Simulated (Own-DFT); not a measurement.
# How strain changes the stress of bcc W, 16 atoms (W16)

Calculated results; nothing here was measured. The program, named Own-DFT, is a retired in-house plane-wave density functional code that no person has reviewed. Each row is one single-point run on a periodic cell that was not relaxed, without spin or spin-orbit coupling.

Settings of every run: PBE; PseudoDojo norm-conserving scalar-relativistic files; cutoff 50 hartree; 5 x 5 x 5 k mesh centred on Gamma; cold (Marzari-Vanderbilt) smearing of 0.2 eV.

Known limits: forces on such cells failed a check on a denser k mesh; stress not checked against mesh or cutoff.

Unstrained cell vectors in Å: (6.330, 0.000, 0.000); (0.000, 6.330, 0.000); (0.000, 0.000, 6.330). The unstrained cell has measured lattice constants (interpolated for alloys), not those of this functional. That, the random moves and any unrelaxed bonds set the pressure at no strain. Each run strains this cell uniformly, with the atoms carried along. Every atom was also moved at random, by a Gaussian of width 0.05 Å on each axis. Strain is the symmetric tensor, in per cent. Stress is positive in tension, and the pressure is minus a third of its trace.

```
run  e_xx (%)  e_yy (%)  e_zz (%)  e_yz (%)  e_xz (%)  e_xy (%)  s_xx (GPa)  s_yy (GPa)  s_zz (GPa)  s_yz (GPa)  s_xz (GPa)  s_xy (GPa)  P (GPa)  E (meV/atom)
  1      0.67     -0.46      0.05     -0.36     -1.62     -0.93       -4.69       -8.44       -6.67       -1.55       -5.01       -3.27     6.60           2.3
  2     -1.74     -1.75      1.53      1.45      1.68      0.10      -18.69      -18.74       -9.50        4.66        5.92       -0.20    15.65          75.8
  3      0.80      1.23      1.33     -0.74      0.45     -0.22        1.69        3.55        3.18       -2.25        1.08       -0.45    -2.80           0.0
  4      1.77      0.84     -1.41     -1.52      0.32     -0.92       -0.14       -2.99       -9.93       -4.19        0.33       -2.86     4.35          22.8
  5     -0.67      1.24      0.18      1.94      0.65     -1.69       -8.55       -3.16       -5.92        5.94        2.64       -5.53     5.88          30.5
  6      1.07     -1.44      1.05      1.95     -1.10      0.73       -3.76      -10.78       -3.68        6.58       -3.52        2.81     6.07          37.8
  7     -0.16     -1.93      1.16     -1.40      0.17     -1.24      -11.06      -16.60       -7.03       -4.87       -0.73       -3.87    11.56          55.9
  8      1.29     -0.08      0.20      0.85     -0.04     -0.02       -0.22       -4.73       -3.59        2.38       -0.60       -0.35     2.85           4.4
  9     -0.05      1.11      0.33     -0.96      0.65     -1.59       -4.71       -2.16       -3.89       -2.22        1.83       -4.54     3.59          27.8
 10      0.14      0.13      0.40      0.37     -1.64     -1.54       -5.84       -5.57       -4.94        0.40       -4.98       -4.70     5.45           6.8
 11     -0.12     -0.48     -1.96      1.95     -1.55      0.18      -14.86      -15.22      -20.71        6.81       -5.57        1.48    16.93          53.2
 12      1.59      1.36      0.36      1.73     -1.13     -1.13        2.31        2.06       -0.82        4.53       -2.46       -3.01    -1.18          38.9
 13      1.63     -0.31      0.63     -0.51     -0.79     -1.86        1.36       -4.55       -1.82       -1.70       -2.46       -5.51     1.67           9.2
 14     -1.41     -0.94      0.04     -0.07      1.26      0.35      -17.91      -15.88      -12.93       -0.30        4.42        1.25    15.57          38.1
 15     -1.59     -0.62      1.21      0.91      0.11     -1.67           ?           ?           ?           ?           ?           ?        ?             ?
```

E is the free energy for each atom above the lowest run shown.

## Worked fit

Each stress component was fitted by least squares to a constant and the strains of the runs shown, as fractions, with shears doubled. Shear strains stay in the fit of a normal stress only where such slopes are resolved. The slopes, in GPa:

```
stress,at no strain,per e_xx,per e_yy,per e_zz,scatter
s_xx,-8.3,536 ± 21,223 ± 21,221 ± 23,0.79
s_yy,-8.2,237 ± 17,515 ± 17,212 ± 19,0.64
s_zz,-8.3,237 ± 21,227 ± 21,525 ± 23,0.77
```

Each shear stress against twice its own strain: yz 154 ± 8, xz 158 ± 11, xy 163 ± 10 GPa. These are stiffnesses along x, y and z of the frame in which the cell vectors are given, which need not be the crystal's axes. The atoms are held to the strained lattice; where symmetry lets them move under strain, relaxing them would lower some slopes. The table should be nearly symmetric about its diagonal, and what it lacks of that shows the noise. A ninth of its sum, 326 ± 9 GPa, estimates the bulk modulus near the mean pressure of these runs, 6.6 GPa, so it lies above the value at zero pressure.

## Withheld run

Question: what normal stresses and pressure should run 15 give?

The fit gives s_xx = -15.5, s_yy = -12.6, s_zz = -7.2 and P = 11.8 GPa. The calculation gave -15.57, -12.04, -6.73 and P = 11.45 GPa.
